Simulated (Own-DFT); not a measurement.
# Misfit strain and the stress it brings: wurtzite AlGaN with randomly placed atoms, 72 atoms (Al9Ga27N36)

Calculated, not measured: single-point runs of Own-DFT, a retired in-house plane-wave DFT program that no person has reviewed, on unrelaxed cells, without spin or spin-orbit coupling.

Method: PBE; PseudoDojo norm-conserving scalar-relativistic files; cutoff 42 hartree; 4 x 4 x 3 k mesh centred on Gamma; Fermi-Dirac smearing of 0.1 eV.

Caveats: forces on such cells passed a denser k mesh, each cell not checked; stress not checked against mesh or cutoff.

Unstrained cell vectors in Å: (9.509, 0.000, 0.000); (-4.755, 8.235, 0.000); (0.000, 0.000, 10.268). The unstrained cell has measured lattice constants (interpolated for alloys), not those of this functional. That, the random moves and any unrelaxed bonds set the pressure at no strain. Each run strains x and y alike by e, as a substrate would, and holds the height along z. Random moves of width 0.05 Å per axis were added to every atom. The random placing of the alloy's atoms differs from row to row. Stress is positive in tension.

```
e (%)  u (Å)  (s_xx + s_yy)/2 (GPa)  s_zz (GPa)
-2.75  0.053                 -26.25      -11.39
-2.25  0.050                 -22.49       -9.62
-1.75  0.047                 -18.50       -9.29
-1.25  0.054                      ?           ?
-1.00  0.050                 -13.15       -8.63
-0.50  0.049                  -9.91       -8.28
 0.25  0.052                  -5.75       -8.68
 1.50  0.047                   0.63       -5.38
 1.75  0.044                   1.49       -4.30
 2.75  0.049                   5.79       -3.47
```

## Working it out

With e as a fraction, the in-plane stress is -7.1 + 580 e - 4297 e² GPa (errors 3 and 225, scatter 0.18), and s_zz is -7.4 + 134 e GPa (slope ± 14, scatter 0.78). At e = 0 the first slope is C11 + C12 and the second 2 C13, both with the ions held to the strained lattice and at the cell's own pressure. The term in e² is negative: the layer stiffens under compression and softens under tension. A free layer would change its height as e changes, and the in-plane slope would drop by 2 C13²/C33 to the biaxial modulus. At fixed height, a misfit of 1 % moves the in-plane stress by about 5.8 GPa and s_zz by 1.3 GPa.

## The run left out

Question: what are the two stresses at e = -1.25 %?

From the fit: -15.0 and -9.0 GPa. The calculation gave -13.95 and -11.43 GPa. That is outside the usual scatter, by luck or through something left out of the fit.
